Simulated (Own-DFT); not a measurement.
# What a change of functional does to the pressure

These are calculations, not measurements. They come from Own-DFT, an in-house plane-wave density functional program, since retired, whose code no person has reviewed. Each row is one single-point run on a periodic cell that was not relaxed, without spin or spin-orbit coupling.

Known limits, some of them of some rows only: forces on such cells failed a check on a denser k mesh; forces on such cells passed a denser k mesh, each cell not checked; stress not checked against mesh or cutoff.

Each cell was run twice at the same cutoff, k mesh and smearing, with PBE and with PBEsol, on PseudoDojo norm-conserving files made for PBE. Atoms were moved at random from their sites; u is the rms move along one axis. Files made for PBEsol would give a somewhat different change.

| cell | atoms | volume (Å³/atom) | u (Å) | cutoff (hartree) | P with PBE (GPa) | P with PBEsol (GPa) | change (GPa) |
|---|---|---|---|---|---|---|---|
| C11b WSi2 with one W vacancy (Si20W9) | 29 | 13.90 | 0.078 | 50 | 6.64 | 2.83 | -3.81 |
| C11b WSi2 with one W vacancy (Si20W9) | 29 | 13.90 | 0.049 | 50 | 4.23 | 0.43 | -3.80 |
| C11b WSi2 with one W vacancy (Si20W9) | 29 | 13.90 | 0.046 | 50 | 5.48 | 1.66 | -3.82 |
| C40 NbSi2 with two Si on a Nb site each (Nb10Si26) | 36 | 14.64 | 0.076 | 42 | 4.62 | 1.25 | -3.37 |
| C40 NbSi2 with two Si on a Nb site each (Nb10Si26) | 36 | 14.64 | 0.085 | 42 | 4.97 | 1.61 | -3.36 |
| C40 NbSi2 with two Si on a Nb site each (Nb10Si26) | 36 | 14.64 | 0.034 | 42 | 1.91 | -1.45 | -3.36 |
| L1_0 TiAl (Al16Ti16) | 32 | 16.06 | 0.093 | 42 | 3.62 | 0.77 | -2.84 |
| L1_0 TiAl (Al16Ti16) | 32 | 16.06 | 0.051 | 42 | 1.77 | -1.08 | -2.84 |
| L1_0 TiAl (Al16Ti16) | 32 | 16.06 | 0.046 | 42 | 1.70 | -1.15 | -2.84 |
| beta-Si3N4 (N24Si18) | 42 | 10.34 | 0.048 | 42 | 9.14 | 6.72 | -2.42 |
| beta-Si3N4 (N24Si18) | 42 | 10.41 | 0.052 | 42 | 9.20 | 6.80 | -2.40 |
| beta-Si3N4 (N24Si18) | 42 | 10.41 | 0.020 | 42 | 5.48 | ? | ? |

## Worked reading

Mean change of pressure by composition, in GPa: Si20W9, -3.81; Nb5Si13, -3.36; AlTi, -2.84; N4Si3, -2.41. At a fixed cell PBEsol gives the lower pressure, because it favours a smaller volume than PBE. Here the change varies more between materials than between cells of one material.

## Withheld value

Question: what PBEsol pressure should the N24Si18 cell with the blank give?

Adding the mean change of the cells with its composition, -2.41 GPa, to 5.48 gives 3.1 GPa. The calculation gave 3.07 GPa.
